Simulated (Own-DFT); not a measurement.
# Response to strain: wurtzite AlGaN with randomly placed atoms, 72 atoms (Al27Ga9N36)

All numbers below are calculated, not measured. They come from Own-DFT, an in-house plane-wave density functional program, since retired, whose code no person has reviewed. Each row is one single-point run on a periodic cell that was not relaxed, without spin or spin-orbit coupling.

Settings of every run: PBE; PseudoDojo norm-conserving scalar-relativistic files (stringent for Ga); cutoff 96 hartree; 4 x 4 x 3 k mesh centred on Gamma; Gaussian smearing of 0.01 eV.

Known limits: forces on such cells passed a denser k mesh, each cell not checked; stress not checked against mesh or cutoff.

Unstrained cell vectors in Å: (9.394, 0.000, 0.000); (-4.697, 8.135, 0.000); (0.000, 0.000, 10.065). The unstrained cell has measured lattice constants (interpolated for alloys), not those of this functional. That, the random moves and any unrelaxed bonds set the pressure at no strain. Each run strains this cell uniformly, with the atoms carried along. Every atom was also moved at random, by a Gaussian of width 0.05 Å on each axis. The random placing of the alloy's atoms differs from row to row. Strain is the symmetric tensor, in per cent. Stress is positive in tension, and the pressure is minus a third of its trace.

```
run  e_xx (%)  e_yy (%)  e_zz (%)  s_xx (GPa)  s_yy (GPa)  s_zz (GPa)  P (GPa)  E (meV/atom)
  1      0.00      0.00     -0.75       -7.09       -6.37      -10.45     7.97           6.9
  2      0.00      0.00      0.75       -4.89       -6.32       -3.83     5.01           4.9
  3      0.00      0.00      0.50       -5.73       -6.35       -3.81     5.30           0.0
  4      0.00      0.00     -0.25       -4.76       -5.71      -10.12     6.86           2.9
  5      0.00      0.00     -1.25       -6.89       -9.82      -10.49     9.07          12.2
  6      0.00      0.00     -1.75       -8.64       -6.25      -16.71    10.53          25.0
  7      0.00      0.00      2.50       -4.13       -6.54        5.01     1.89           8.8
  8      0.00      0.00     -1.50       -7.25       -5.66      -18.01    10.31          28.5
  9      0.00      0.00      1.75           ?           ?           ?        ?             ?
```

E is the free energy for each atom above the lowest run shown.

## Worked fit

The change of volume is close to e_xx + e_yy + e_zz. A straight line through the runs shown gives P = 6.66 - 207 x (fractional change of volume) GPa, with an error of 10 on the slope and a scatter of 0.37 GPa. The strain isn't the same on all axes and the cell isn't cubic, so the slope belongs to this path and is not the bulk modulus.

## Withheld run

Question: what pressure should run 9 give? Its volume changes by 1.75 %.

The line gives 3.0 GPa. The calculation gave 2.96 GPa.
